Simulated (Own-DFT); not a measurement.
# Point defects and the pressure they add: zincblende GaAs

Calculated, not measured: single-point runs of Own-DFT, a retired in-house plane-wave DFT program that no person has reviewed, on unrelaxed cells, without spin or spin-orbit coupling.

Common settings: PBE; PseudoDojo norm-conserving scalar-relativistic files; cutoff 42 hartree; 3 x 3 x 3 k mesh centred on Gamma; Fermi-Dirac smearing of 0.1 eV.

Caveats (not all hold for every row): not probed for a lower state with spin; forces not confirmed at this smearing and k mesh; stress not checked against mesh or cutoff.

All runs share one cell, with vectors in Å (11.737, 0.000, 0.000); (0.000, 11.737, 0.000); (0.000, 0.000, 10.919) and a volume of 1504.3 Å³, strained against the parent crystal. u is the rms random offset of the atoms per axis. The defect's site can differ from row to row.

```
                             cell     formula   u (Å)  P (GPa)
                        no defect    As32Ga32  0.0311     0.78
                        no defect    As32Ga32  0.0311     0.78
                        no defect    As32Ga32  0.0519     1.01
              one P on an As site   As31Ga32P  0.0313     0.54
              one P on an As site   As31Ga32P  0.0460     0.77
              one P on an As site   As31Ga32P  0.0483     0.79
              one Al on a Ga site  AlAs32Ga31  0.0290     0.71
              one Al on a Ga site  AlAs32Ga31  0.0301     0.76
              one Al on a Ga site  AlAs32Ga31  0.0487        ?
              one Al on a Ga site  AlAs32Ga31  0.0528     1.17
              one In on a Ga site  As32Ga31In  0.0309     1.30
              one In on a Ga site  As32Ga31In  0.0553     1.75
              one In on a Ga site  As32Ga31In  0.0555     1.82
one As vacancy and one Ga vacancy    As31Ga31  0.0291     0.44
one As vacancy and one Ga vacancy    As31Ga31  0.0499     0.82
one As vacancy and one Ga vacancy    As31Ga31  0.0538     0.73
```

## What the rows give

P = P0 + c u² + a shift for each defect gives P0 = 0.56 GPa, c = 195 ± 18 GPa/Å² and a scatter of 0.06 GPa. The shifts, and each times the cell's volume:

- one In on a Ga site: 0.61 ± 0.05 GPa, 5.7 eV
- one Al on a Ga site: 0.03 ± 0.05 GPa, 0.2 eV (not resolved)
- one P on an As site: -0.21 ± 0.05 GPa, -2.0 eV
- one As vacancy and one Ga vacancy: -0.30 ± 0.05 GPa, -2.8 eV

Positive is outwards. The product with the volume (160.2 GPa Å³ to the eV) is nearly free of the cell's size; divided by the bulk modulus at the cell's pressure it gives the volume that the defect adds. The atoms around the defects weren't relaxed, which would change these numbers.

## Check

The question: what pressure belongs in the blank (one Al on a Ga site, u = 0.0487 Å)?

The fitted form gives 1.05 ± 0.07 GPa. The hidden result is 1.02 GPa.
